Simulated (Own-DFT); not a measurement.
# What random displacements cost in beta-Si3N4, 42 atoms (N24Si18)

Calculated results; nothing here was measured. The program, named Own-DFT, is a retired in-house plane-wave density functional code that no person has reviewed. Each row is one single-point run on a periodic cell that was not relaxed, without spin or spin-orbit coupling.

Settings of every run: PBE; PseudoDojo norm-conserving scalar-relativistic files; cutoff 42 hartree; 3 x 3 x 3 k mesh centred on Gamma; Fermi-Dirac smearing of 0.1 eV.

Known limits, some of them of some rows only: some atoms lie very close together; forces on such cells passed a denser k mesh, each cell not checked; stress not checked against mesh or cutoff.

Cell vectors in Å: (7.606, 0.000, 0.000); (-3.803, 6.587, 0.000); (0.000, 0.000, 8.727). In each run every atom was moved at random and independently from its ideal site; u is the rms move along one axis. E is the free energy for each atom above the fitted value at u = 0, and F the rms of the force components.

| run | u (Å) | E (meV/atom) | F (eV/Å) | largest force (eV/Å) | P (GPa) |
|---|---|---|---|---|---|
| 1 | 0.0182 | 13.9 | 0.767 | 3.14 | 5.37 |
| 2 | 0.0197 | ? | ? | ? | ? |
| 3 | 0.0200 | 17.9 | 0.821 | 2.72 | 5.54 |
| 4 | 0.0496 | 117.4 | 2.106 | 7.27 | 8.44 |
| 5 | 0.0520 | 140.1 | 2.350 | 9.06 | 8.99 |
| 6 | 0.0955 | 363.7 | 3.353 | 11.62 | 13.87 |
| 7 | 0.1009 | 458.2 | 3.934 | 12.71 | 17.46 |
| 8 | 0.1515 | 1005.4 | 7.373 | 25.97 | 31.27 |

## Worked fit

For small independent moves the energy grows as E = (3/2) K u², with K the mean stiffness felt by one atom. The runs with u up to 0.11 Å give K = 30.3 ± 1.6 eV/Å², with residuals divided by u² + 0.0006 Å², since the noise grows with the moves. The scatter is 12.0 meV/atom at u = 0.05 Å. The forces follow F = G u with G = 40.9 eV/Å²; no force at u = 0 is resolved. G exceeds K because the moves of its neighbours add to the force on an atom, and stiffness differs between atoms. At u = 0.151 Å the parabola gives 1042 meV/atom and the run 1005. The pressure follows P = 5.39 + 1086 u² GPa: at fixed volume, shortened bonds push harder than stretched ones pull.

## Withheld run

Question: what energy and rms force should run 2 give?

The fit gives 18 ± 4 meV/atom and about 0.80 eV/Å. The calculation gave 15.7 meV/atom and 0.774 eV/Å.
